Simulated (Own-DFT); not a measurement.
# What a defect does to the pressure of its cell: C11b WSi2

The numbers are computed, not measured, by runs of the plane-wave DFT program Own-DFT (in-house, retired, unreviewed) at fixed positions, with no spin and no spin-orbit coupling.

Method: PBE; PseudoDojo norm-conserving scalar-relativistic files; cutoff 50 hartree; 5 x 5 x 5 k mesh centred on Gamma; cold (Marzari-Vanderbilt) smearing of 0.2 eV.

Limits: forces on such cells failed a check on a denser k mesh; stress not checked against mesh or cutoff.

All runs share one cell, with vectors in Å (-2.148, -5.953, 3.409); (-6.444, 2.976, 1.136); (-2.553, -2.948, -6.757) and a volume of 403.2 Å³. u is the rms random offset of the atoms per axis. The defect's site can differ from row to row.

| cell | formula | u (Å) | P (GPa) |
|---|---|---|---|
| no defect | Si20W10 | 0.0208 | 4.62 |
| no defect | Si20W10 | 0.0229 | 4.49 |
| no defect | Si20W10 | 0.0502 | 6.31 |
| one Si on a W site | Si21W9 | 0.0314 | ? |
| one Si on a W site | Si21W9 | 0.0329 | 6.31 |
| one Si on a W site | Si21W9 | 0.0435 | 7.09 |
| one Si on a W site | Si21W9 | 0.0526 | 7.44 |
| one W on a Si site | Si19W11 | 0.0292 | 10.10 |
| one W on a Si site | Si19W11 | 0.0524 | 10.63 |
| one W on a Si site | Si19W11 | 0.0543 | 11.64 |
| one Si vacancy | Si19W10 | 0.0286 | 3.66 |
| one Si vacancy | Si19W10 | 0.0457 | 4.38 |
| one Si vacancy | Si19W10 | 0.0506 | 4.18 |
| one W vacancy | Si20W9 | 0.0282 | 3.60 |
| one W vacancy | Si20W9 | 0.0329 | 3.72 |
| one W vacancy | Si20W9 | 0.0482 | 4.92 |

## Worked fit

P = P0 + c u² + a shift for each defect gives P0 = 4.36 GPa, c = 669 ± 101 GPa/Å² and a scatter of 0.32 GPa. The shifts, and each times the cell's volume:

- one W on a Si site: 4.97 ± 0.28 GPa, 12.5 eV
- one Si on a W site: 1.31 ± 0.27 GPa, 3.3 eV
- one W vacancy: -1.22 ± 0.26 GPa, -3.1 eV
- one Si vacancy: -1.51 ± 0.27 GPa, -3.8 eV

Positive is outwards. The product with the volume (160.2 GPa Å³ to the eV) is nearly free of the cell's size; divided by the bulk modulus at the cell's pressure it gives the volume that the defect adds. The atoms around the defects weren't relaxed, which would change these numbers.

## The run left out

Q: what pressure belongs in the blank (one Si on a W site, u = 0.0314 Å)?

The fit gives 6.33 ± 0.38 GPa. The calculation gave 6.26 GPa.
